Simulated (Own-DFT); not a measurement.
## Calculated data, Ti$_{12}$O$_{23}$ (rutile with two vacancies, atoms displaced)

A calculation, not a measurement: plane-wave PBE density functional theory by an unreviewed code, no spin, of a simulated periodic cell, stress positive in tension, free energy of the whole cell less one offset for each atom, defect cell not probed for a lower state with spin; oxygen file: force components 24 meV/angstrom off all-electron in one glass; k mesh not checked against a denser one; offsets are fitted by least squares, one for each functional and potential file, so energies compare only between cells with the same atoms and settings and are not formation energies; the far tail of each file's local potential was reset to the Coulomb form; each entry is a single point on an unrelaxed cell, so the pressure reflects the starting lattice, mostly measured values (interpolated for alloys), from which strain is counted, and rises with the displacements; printed positions are rounded, which can move forces by about a meV/angstrom; the program, named Own-DFT, is a retired in-house code; no spin-orbit coupling; before rounding, a Quantum ESPRESSO 7.3.1 run of the same cell and cutoff gave forces within 1 meV/angstrom rms on each cell, which checks the program and not the settings. Program: Own-DFT development build.

Common to all runs: functional PBE; potential files PseudoDojo norm-conserving, scalar-relativistic, standard set; wave cutoff 72 hartree; occupations Fermi-Dirac; smearing width 0.1 eV; k mesh 3 x 3 x 3 centred on Gamma.

(1) Ti$_{12}$O$_{23}$ (rutile with two vacancies, atoms displaced)

```
CELL_PARAMETERS angstrom
9.18740 0.00000 0.00000
0.00000 9.18740 0.00000
0.00000 0.00000 8.87610
ATOMIC_POSITIONS crystal
Ti 0.01073 0.00362 0.00109
Ti 0.25824 0.25326 0.16511
O 0.14927 0.14570 0.00242
O 0.35022 0.35229 0.00662
O 0.40131 0.10627 0.18299
O 0.10363 0.40013 0.16583
Ti 0.98887 0.99773 0.33011
Ti 0.24134 0.24488 0.50218
O 0.14629 0.16458 0.34209
O 0.35329 0.35953 0.33906
O 0.38884 0.10680 0.49097
O 0.09299 0.40122 0.49463
Ti 0.97447 0.99801 0.65237
Ti 0.22998 0.25376 0.83483
O 0.15372 0.14292 0.66333
O 0.34921 0.34098 0.64917
O 0.40467 0.09989 0.83079
O 0.09689 0.42016 0.83819
Ti 0.98980 0.49432 0.00153
Ti 0.25029 0.74454 0.17818
O 0.15365 0.65467 0.99908
O 0.35828 0.85422 0.00012
O 0.40132 0.57455 0.16930
O 0.09729 0.89787 0.16996
Ti 0.99849 0.49740 0.34150
Ti 0.25895 0.74337 0.50476
O 0.15929 0.65630 0.34156
O 0.34617 0.83348 0.33635
O 0.41730 0.60344 0.51483
O 0.10738 0.89637 0.50523
Ti 0.98687 0.49831 0.67771
Ti 0.24712 0.74638 0.82960
O 0.14887 0.66057 0.66277
O 0.34379 0.84787 0.67243
O 0.39329 0.61347 0.84134
O 0.09183 0.91075 0.83545
Ti 0.50380 0.98888 0.00106
Ti 0.74709 0.26585 0.16257
O 0.64808 0.14447 0.99734
O 0.85029 0.35028 0.00193
O 0.90491 0.09092 0.17142
O 0.59567 0.39976 0.17033
Ti 0.50711 0.99262 0.34537
Ti 0.75487 0.24302 0.48012
O 0.66456 0.15822 0.32824
O 0.84760 0.35627 0.33496
O 0.89265 0.10634 0.50429
O 0.60686 0.40199 0.50533
Ti 0.50409 0.99727 0.66376
Ti 0.75596 0.25183 0.82229
O 0.64926 0.14251 0.66546
O 0.84586 0.34844 0.66393
O 0.90293 0.09450 0.83462
O 0.60821 0.40220 0.84670
Ti 0.51049 0.50508 0.99401
Ti 0.75824 0.73215 0.16267
O 0.64894 0.64916 0.00691
O 0.84792 0.84645 0.99020
O 0.89149 0.60692 0.17102
O 0.60358 0.89019 0.17290
Ti 0.50856 0.48806 0.32188
Ti 0.75046 0.75331 0.50496
O 0.66278 0.65627 0.32434
O 0.85021 0.85518 0.30961
O 0.88871 0.60807 0.51725
O 0.60740 0.89731 0.49341
Ti 0.49547 0.50657 0.67415
Ti 0.73452 0.73379 0.84171
O 0.91754 0.60625 0.85609
O 0.60719 0.88538 0.84614
```

```
free energy of cell above offsets : -7.850 eV
pressure                          : 7.68 GPa
stress xx                         : -7.78 GPa
stress yy                         : -7.77 GPa
stress zz                         : -7.49 GPa
stress yz                         : 1.96 GPa
stress xz                         : -0.56 GPa
stress xy                         : 1.15 GPa
```

Force:
```
element  x (eV/Å)  y (eV/Å)  z (eV/Å)
     Ti    -1.294    -2.415    -0.311
     Ti     0.631    -0.303     1.423
      O     1.457     2.093    -0.479
      O     -0.52    -0.622    -1.322
      O     0.673    -1.015    -0.326
      O    -1.573     1.344     0.846
     Ti     1.717    -0.749    -1.127
     Ti     0.202    -0.015    -0.653
      O    -0.581     -0.82    -1.444
      O    -0.405    -0.676    -0.255
      O     3.058    -2.955     0.383
      O    -1.175      1.41     0.822
     Ti     3.549    -0.978     2.873
     Ti     2.208    -1.208    -0.912
      O    -0.836       0.9     1.341
      O     0.691     1.965     2.861
      O      0.24    -0.524    -0.496
      O     1.149    -2.141    -0.607
     Ti     2.591      1.07     2.379
     Ti    -0.523    -0.046    -2.123
      O     0.207     0.131     0.778
      O    -1.275     -0.97      0.44
      O    -0.313     2.166    -0.455
      O     0.548     0.083     0.223
     Ti     1.712     0.217     -0.38
     Ti    -0.792     1.022     0.545
      O    -1.656    -1.735    -0.473
      O     2.076     1.829    -0.099
      O     0.555      0.11     0.153
      O    -2.446      1.39     0.315
     Ti     0.446     1.357    -1.091
     Ti    -2.273      1.89     1.429
      O    -0.698    -1.487     0.567
      O      1.45     0.834    -0.511
      O     3.155    -2.744    -0.558
      O     0.218    -0.974    -0.939
     Ti    -0.257     0.898     1.209
     Ti     0.147    -2.951    -1.484
      O     1.565     1.812     0.518
      O    -0.517    -0.682    -0.379
      O    -0.722     1.715    -0.427
      O     1.699    -0.995    -1.863
     Ti    -1.638     0.684    -3.674
     Ti    -2.469     2.522     2.223
      O    -1.484    -1.397    -0.573
      O     0.115     0.118    -0.744
      O     1.434    -1.656    -0.437
      O    -0.166     0.669     0.765
     Ti    -1.672     1.109     2.162
     Ti    -1.185    -2.344     0.801
      O     0.794      0.61     0.113
      O     0.694     0.516     0.419
      O    -0.991     0.985    -1.062
      O    -0.293     0.673    -1.197
     Ti    -3.079    -0.655     0.949
     Ti    -1.619      5.19     0.672
      O    -0.483    -0.828    -0.828
      O     -0.64    -0.887    -0.656
      O     4.412    -4.275     0.013
      O    -1.791     1.983     0.236
     Ti    -1.454     1.075     3.271
     Ti     0.351     -1.13    -2.815
      O    -1.253    -1.057     2.201
      O     0.052    -0.194     2.402
      O     1.041    -0.683    -0.387
      O    -0.586     0.571     1.147
     Ti    -1.178    -2.501    -2.458
     Ti     2.094     2.308     1.458
      O    -2.268     0.735    -2.636
      O    -0.826     0.622    -1.759
```

(2) Ti$_{12}$O$_{23}$ (rutile with two vacancies, atoms displaced)

```
CELL_PARAMETERS angstrom
9.18740 0.00000 0.00000
0.00000 9.18740 0.00000
0.00000 0.00000 8.87610
ATOMIC_POSITIONS crystal
Ti 0.00311 0.00789 0.00267
Ti 0.24412 0.26226 0.15838
O 0.14428 0.15798 0.99610
O 0.33044 0.35949 0.99281
O 0.40221 0.11416 0.16824
O 0.09722 0.40280 0.15580
Ti 0.02053 0.99940 0.34197
Ti 0.25887 0.24486 0.49799
O 0.15165 0.16289 0.33289
O 0.36140 0.35859 0.34007
O 0.39740 0.08266 0.50560
O 0.11309 0.41278 0.48526
Ti 0.99267 0.99971 0.67047
Ti 0.24819 0.24967 0.84550
O 0.13745 0.15158 0.68513
O 0.35724 0.34828 0.66961
O 0.40332 0.10304 0.83401
O 0.10174 0.40646 0.84151
Ti 0.01153 0.49316 0.00504
Ti 0.24843 0.76647 0.16380
O 0.15332 0.66865 0.00364
O 0.37158 0.84364 0.99757
O 0.42251 0.58601 0.17645
O 0.09209 0.90082 0.15893
Ti 0.01166 0.51124 0.34645
Ti 0.24538 0.74689 0.50508
O 0.14744 0.63886 0.35553
O 0.34490 0.85762 0.33568
O 0.40371 0.59708 0.49879
O 0.11299 0.91706 0.49731
Ti 0.00318 0.50037 0.66403
Ti 0.25815 0.75191 0.82836
O 0.14813 0.64928 0.67303
O 0.35489 0.84690 0.66330
O 0.39606 0.59682 0.82053
O 0.11459 0.89439 0.83194
Ti 0.50416 0.99653 0.99914
Ti 0.74396 0.25050 0.16566
O 0.65608 0.15233 0.00747
O 0.83838 0.35112 0.00702
O 0.90173 0.08286 0.17227
O 0.61493 0.41729 0.16774
Ti 0.48869 0.99757 0.33108
Ti 0.73820 0.23996 0.50627
O 0.64735 0.15983 0.34405
O 0.84774 0.34140 0.33051
O 0.91644 0.08978 0.49612
O 0.60205 0.39326 0.49013
Ti 0.49301 0.99615 0.66961
Ti 0.73716 0.23637 0.83314
O 0.64596 0.14760 0.66818
O 0.84461 0.32660 0.66292
O 0.88443 0.10136 0.83018
O 0.59478 0.39945 0.83141
Ti 0.50005 0.50248 0.99811
Ti 0.75559 0.75907 0.16148
O 0.64815 0.64352 0.99255
O 0.84323 0.84208 0.00173
O 0.89215 0.60310 0.15800
O 0.60854 0.89456 0.16188
Ti 0.49052 0.50973 0.32095
Ti 0.74981 0.74896 0.48232
O 0.91166 0.60217 0.51057
O 0.59233 0.90078 0.48684
Ti 0.49047 0.50779 0.67268
Ti 0.74617 0.76435 0.82148
O 0.64978 0.66717 0.68607
O 0.84867 0.84612 0.67770
O 0.89276 0.59718 0.83907
O 0.58466 0.90413 0.81913
```

```
free energy of cell above offsets : -7.319 eV
pressure                          : 9.48 GPa
stress xx                         : -8.47 GPa
stress yy                         : -8.65 GPa
stress zz                         : -11.31 GPa
stress yz                         : 1.57 GPa
stress xz                         : -2.29 GPa
stress xy                         : -0.03 GPa
```

Force:
```
element  x (eV/Å)  y (eV/Å)  z (eV/Å)
     Ti     -2.11     -0.37     0.012
     Ti     1.206    -0.795     1.789
      O    -0.041     -0.57     1.196
      O     1.514     0.654      1.46
      O     0.207    -1.089    -0.677
      O     0.864    -0.312     2.569
     Ti    -0.944     2.397    -1.087
     Ti     0.342      0.94     1.107
      O      0.23    -0.354    -0.245
      O    -1.945    -1.779    -0.566
      O    -1.361      1.86    -1.177
      O    -0.077    -1.587     1.939
     Ti     0.733     0.933     0.222
     Ti     0.173    -0.241    -3.943
      O     1.001     0.722    -1.032
      O    -1.333    -0.876    -0.611
      O    -0.083    -0.291     0.532
      O    -0.177     0.045    -1.115
     Ti    -3.973     2.083    -2.184
     Ti      -0.1    -0.549    -1.274
      O     0.649    -0.937     0.702
      O    -1.589    -0.774     1.117
      O    -5.097     5.632    -5.607
      O     1.344    -0.886     0.825
     Ti    -4.726    -2.871      -2.3
     Ti     0.953    -0.065     0.611
      O     2.974     3.767    -2.069
      O     -0.95    -1.437    -0.518
      O    -0.116     1.375    -0.169
      O     0.514    -2.066     1.106
     Ti    -1.564    -1.067     3.006
     Ti    -1.261       0.5      0.84
      O      0.81     0.711    -0.708
      O    -1.008    -0.992    -0.186
      O     -0.13     0.134     1.876
      O    -1.575      1.54     0.183
     Ti     0.205     1.208     0.108
     Ti     1.842     1.824     2.273
      O    -1.578    -1.652    -0.664
      O     1.103    -0.411    -0.584
      O     0.074    -0.109    -0.411
      O    -1.302    -0.203    -0.205
     Ti     1.725     1.423    -0.025
     Ti     0.565     2.591    -1.561
      O    -1.304    -2.219    -1.801
      O      0.82     0.219      0.17
      O    -1.257    -0.432    -0.095
      O      0.03     1.597     0.987
     Ti      0.14     1.194    -0.643
     Ti     0.655     2.665    -0.109
      O    -0.799    -1.002     0.068
      O     1.456     1.815     0.847
      O      2.33    -2.405     0.638
      O    -0.645     0.406     0.398
     Ti     3.385    -0.171    -1.012
     Ti      0.74    -2.307    -2.808
      O    -0.808     0.712     0.794
      O     1.202     1.658    -0.074
      O     0.934    -0.082     1.336
      O    -1.864     1.497     0.746
     Ti     3.925    -5.286     7.381
     Ti     -0.56     0.472     3.516
      O    -1.826     0.934    -0.819
      O     1.823    -1.404     0.243
     Ti      2.21    -1.968    -2.079
     Ti     0.628    -2.266     2.863
      O    -1.469    -1.991    -3.188
      O     1.414     1.342    -2.877
      O     1.458    -0.742     -1.34
      O     1.393     -0.29     2.299
```

(3) Ti$_{12}$O$_{23}$ (rutile with two vacancies, atoms displaced)

```
CELL_PARAMETERS angstrom
9.18740 0.00000 0.00000
0.00000 9.18740 0.00000
0.00000 0.00000 8.87610
ATOMIC_POSITIONS crystal
Ti 0.01669 0.00045 0.99832
Ti 0.26389 0.23377 0.17335
O 0.15472 0.15367 0.00247
O 0.34740 0.32805 0.99277
O 0.09401 0.39000 0.17877
Ti 0.00565 0.00870 0.33329
Ti 0.24322 0.26288 0.49361
O 0.14751 0.16389 0.33352
O 0.40563 0.10437 0.49312
O 0.10111 0.41417 0.50522
Ti 0.99574 0.99221 0.66145
Ti 0.24563 0.24590 0.84949
O 0.14136 0.14980 0.66534
O 0.33827 0.35819 0.66264
O 0.39794 0.10345 0.84085
O 0.09513 0.41091 0.85858
Ti 0.00028 0.48434 0.98559
Ti 0.25221 0.73934 0.16651
O 0.15035 0.64045 0.99983
O 0.34798 0.85126 0.99144
O 0.40519 0.59992 0.16881
O 0.08653 0.90981 0.15090
Ti 0.99580 0.49504 0.32477
Ti 0.25435 0.75405 0.50105
O 0.15434 0.66034 0.32683
O 0.33793 0.84523 0.33489
O 0.39087 0.60622 0.49767
O 0.08315 0.90663 0.49886
Ti 0.00526 0.50147 0.66306
Ti 0.25570 0.75630 0.82691
O 0.14288 0.65447 0.65183
O 0.34329 0.84208 0.66807
O 0.40654 0.60875 0.81356
O 0.10401 0.90730 0.85880
Ti 0.51660 0.99227 0.99745
Ti 0.74831 0.23335 0.17199
O 0.64755 0.15416 0.00098
O 0.85506 0.35668 0.00899
O 0.89879 0.09526 0.17436
O 0.59891 0.40677 0.16649
Ti 0.49304 0.01702 0.32602
Ti 0.73057 0.24792 0.49553
O 0.65753 0.15494 0.32861
O 0.85353 0.35032 0.32172
O 0.90377 0.09995 0.50070
O 0.59843 0.40620 0.49787
Ti 0.50704 0.00733 0.65662
Ti 0.73301 0.25543 0.85112
O 0.65428 0.14375 0.67070
O 0.84529 0.35176 0.66217
O 0.91305 0.11271 0.82771
O 0.60462 0.41797 0.83532
Ti 0.50487 0.50842 0.99254
Ti 0.75398 0.75375 0.16477
O 0.63965 0.64899 0.00016
O 0.82930 0.84800 0.98805
O 0.89366 0.59612 0.17135
O 0.60201 0.90421 0.16478
Ti 0.49496 0.49799 0.33991
Ti 0.74098 0.74707 0.49667
O 0.65018 0.66273 0.31189
O 0.84433 0.83979 0.32764
O 0.89348 0.59528 0.50666
O 0.60056 0.90883 0.51711
Ti 0.50354 0.51856 0.67736
Ti 0.74158 0.74007 0.83381
O 0.65626 0.65270 0.66818
O 0.85406 0.85196 0.64600
O 0.89674 0.60938 0.83992
O 0.59012 0.90139 0.82364
```

```
free energy of cell above offsets : -7.096 eV
pressure                          : 9.54 GPa
stress xx                         : -8.3 GPa
stress yy                         : -8.93 GPa
stress zz                         : -11.38 GPa
stress yz                         : -1.37 GPa
stress xz                         : 2.49 GPa
stress xy                         : -0.29 GPa
```

Force:
```
element  x (eV/Å)  y (eV/Å)  z (eV/Å)
     Ti    -4.143     1.857    -1.081
     Ti    -1.368     1.387    -1.949
      O    -0.175    -0.388     1.866
      O     1.882     2.412     2.692
      O      1.51     0.216    -0.437
     Ti    -1.359    -0.854     0.792
     Ti     0.054    -0.242     4.409
      O     0.816    -0.642    -0.524
      O    -0.495     0.312    -0.179
      O     0.606    -0.884    -1.001
     Ti    -0.653      2.26     1.363
     Ti     0.531    -1.349    -4.636
      O     1.706     0.969     -0.75
      O     0.627    -0.125    -0.213
      O     0.577    -0.566    -0.192
      O     4.414    -3.913    -7.049
     Ti    -3.241     5.644     7.014
     Ti    -1.125    -0.335    -0.858
      O     1.555     1.528      0.22
      O     0.401    -0.168     0.508
      O    -0.471    -0.641    -0.151
      O     2.105    -1.984     3.338
     Ti    -0.547     1.175    -0.872
     Ti    -1.699     0.134    -1.051
      O    -0.848    -0.752     0.188
      O     1.726     2.455    -0.872
      O     1.809    -1.616    -0.238
      O     2.148    -1.055    -1.164
     Ti    -2.478     0.329    -0.673
     Ti    -1.961     0.107     2.152
      O     0.448      0.51     1.491
      O     0.608     1.474    -0.495
      O    -1.022     0.237     2.541
      O     1.006     -1.91    -3.606
     Ti    -1.605    -1.205    -2.047
     Ti     2.761      2.69    -0.815
      O    -0.395    -0.195     0.285
      O    -3.287    -2.925    -0.595
      O    -0.896     0.725    -0.453
      O    -1.134    -0.263      0.01
     Ti    -0.678    -1.511     0.776
     Ti     3.583     1.367     3.183
      O    -2.228    -1.763     0.837
      O    -1.781    -1.468     0.988
      O    -0.887      0.45    -1.001
      O    -0.732    -0.009    -0.387
     Ti    -1.448     0.351     1.779
     Ti     4.407    -0.006    -3.014
      O     0.358     1.659     0.053
      O    -0.459    -0.281     0.062
      O    -1.479    -0.142     0.713
      O    -0.301    -0.877    -0.486
     Ti    -0.535    -0.626     3.366
     Ti     2.183    -0.349      0.08
      O     0.154     0.521    -0.618
      O     0.603     0.696    -0.131
      O     0.555     0.227     0.223
      O    -1.806     1.742     0.512
     Ti     1.349     0.963    -1.638
     Ti     2.044     0.264    -1.486
      O     -1.94    -1.514     2.576
      O     0.641     1.213     0.829
      O     0.101    -0.009    -0.053
      O     0.224     -1.07    -2.035
     Ti    -0.545    -2.653    -3.247
     Ti     2.343     1.367     1.212
      O    -1.111    -0.517    -1.156
      O    -1.597    -1.288     1.151
      O     0.387    -0.938    -0.706
      O      0.21    -0.205     0.645
```
